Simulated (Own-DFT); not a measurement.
# One host, several defects: grey tin

Calculated, not measured: single-point runs of Own-DFT, a retired in-house plane-wave DFT program that no person has reviewed, on unrelaxed cells, without spin or spin-orbit coupling.

Settings: PBE; PseudoDojo norm-conserving scalar-relativistic files; cutoff 42 hartree; 3 x 3 x 3 k mesh centred on Gamma; cold (Marzari-Vanderbilt) smearing of 0.2 eV.

Limits (not all hold for every row): not probed for a lower state with spin; forces on such cells moved up to 12 meV/angstrom on a denser k mesh; stress not checked against mesh or cutoff.

All runs share one cell, with vectors in Å (12.978, 0.000, 0.000); (0.000, 12.978, 0.000); (0.000, 0.000, 12.978) and a volume of 2185.9 Å³. The atoms are randomly displaced, by u rms on each axis. The defect's site can differ from row to row.

| cell | formula | u (Å) | P (GPa) |
|---|---|---|---|
| no defect | Sn64 | 0.0180 | 3.37 |
| no defect | Sn64 | 0.0194 | 3.38 |
| no defect | Sn64 | 0.0494 | 3.64 |
| one Sn vacancy | Sn63 | 0.0275 | 3.22 |
| one Sn vacancy | Sn63 | 0.0298 | 3.22 |
| one Sn vacancy | Sn63 | 0.0481 | 3.34 |
| one Sn vacancy | Sn63 | 0.0535 | ? |
| two Sn vacancies | Sn62 | 0.0294 | 3.13 |
| two Sn vacancies | Sn62 | 0.0517 | 3.28 |
| two Sn vacancies | Sn62 | 0.0537 | 3.45 |

## What the rows give

P = P0 + c u² + a shift for each defect gives P0 = 3.34 GPa, c = 119 ± 20 GPa/Å² and a scatter of 0.05 GPa. The shifts, and each times the cell's volume:

- one Sn vacancy: -0.24 ± 0.04 GPa, -3.2 eV
- two Sn vacancies: -0.31 ± 0.05 GPa, -4.3 eV (-2.1 eV for each of its 2 sites)

A positive shift means that the defect pushes the cell outwards. Shift times volume (160.2 GPa Å³ is 1 eV) depends little on the cell's size, so, taken for each site, it can be compared between cells at like pressure. The atoms around the defects weren't relaxed, which would change these numbers.

## Withheld run

The question: what pressure belongs in the blank (one Sn vacancy, u = 0.0535 Å)?

From the fit: 3.44 ± 0.07 GPa. Computed: 3.46 GPa.
